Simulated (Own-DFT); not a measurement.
# Which arrangement is lower? In48P48, 96 atoms

These are calculations, not measurements. The program, named Own-DFT, is a retired in-house plane-wave density functional code that no person has reviewed. Each row is one single-point run on a periodic cell that was not relaxed, without spin or spin-orbit coupling.

Settings of every run: PBE; PseudoDojo norm-conserving scalar-relativistic files; cutoff 36 hartree; 2 x 3 x 3 k mesh centred on Gamma; Fermi-Dirac smearing of 0.1 eV.

Known limits, some of them of some rows only: not probed for a lower state with spin; forces on such cells failed a check on a denser k mesh; forces not confirmed at this smearing and k mesh; stress not checked against mesh or cutoff.

All cells hold the same atoms in the same cell, with vectors in Å (17.606, 0.000, 0.000); (0.000, 11.737, 0.000); (0.000, 0.000, 11.737). Every atom was moved at random from its ideal site; u is the rms move along one axis. The defect's site can differ from row to row. E is the free energy of the cell above the lowest run. The arrangements:

- A: zincblende InP
- B: zincblende InP, with one In on a P site and one P on an In site, 2.5 Å apart

| arrangement | u (Å) | E (eV) | P (GPa) |
|---|---|---|---|
| A | 0.0189 | 0.000 | 3.19 |
| A | 0.0201 | 0.103 | 3.20 |
| A | 0.0209 | 0.089 | 3.20 |
| A | 0.0497 | 2.923 | 3.54 |
| A | 0.0516 | 3.507 | 3.65 |
| A | 0.0518 | 3.403 | 3.64 |
| B | 0.0300 | 4.825 | 3.53 |
| B | 0.0305 | 4.763 | 3.52 |
| B | 0.0308 | 5.230 | 3.60 |
| B | 0.0506 | 6.908 | 3.81 |
| B | 0.0509 | 7.296 | 3.85 |
| B | 0.0524 | 7.082 | 3.84 |

Question: once the cost of the random moves is taken out, how do the arrangements rank?

## Worked answer

Fit E = a + b u², with one b for all and one a for each arrangement, and with residuals divided by u², since the noise grows with the moves. Then b = 1392 eV/Å², the scatter at u = 0.04 Å is 0.23 eV, and against A:

- B: 4.11 ± 0.09 eV (higher)

These are energies of unrelaxed cells. Relaxing the atoms lowers the strained arrangements most, so the gaps would shrink and small ones could change sign.
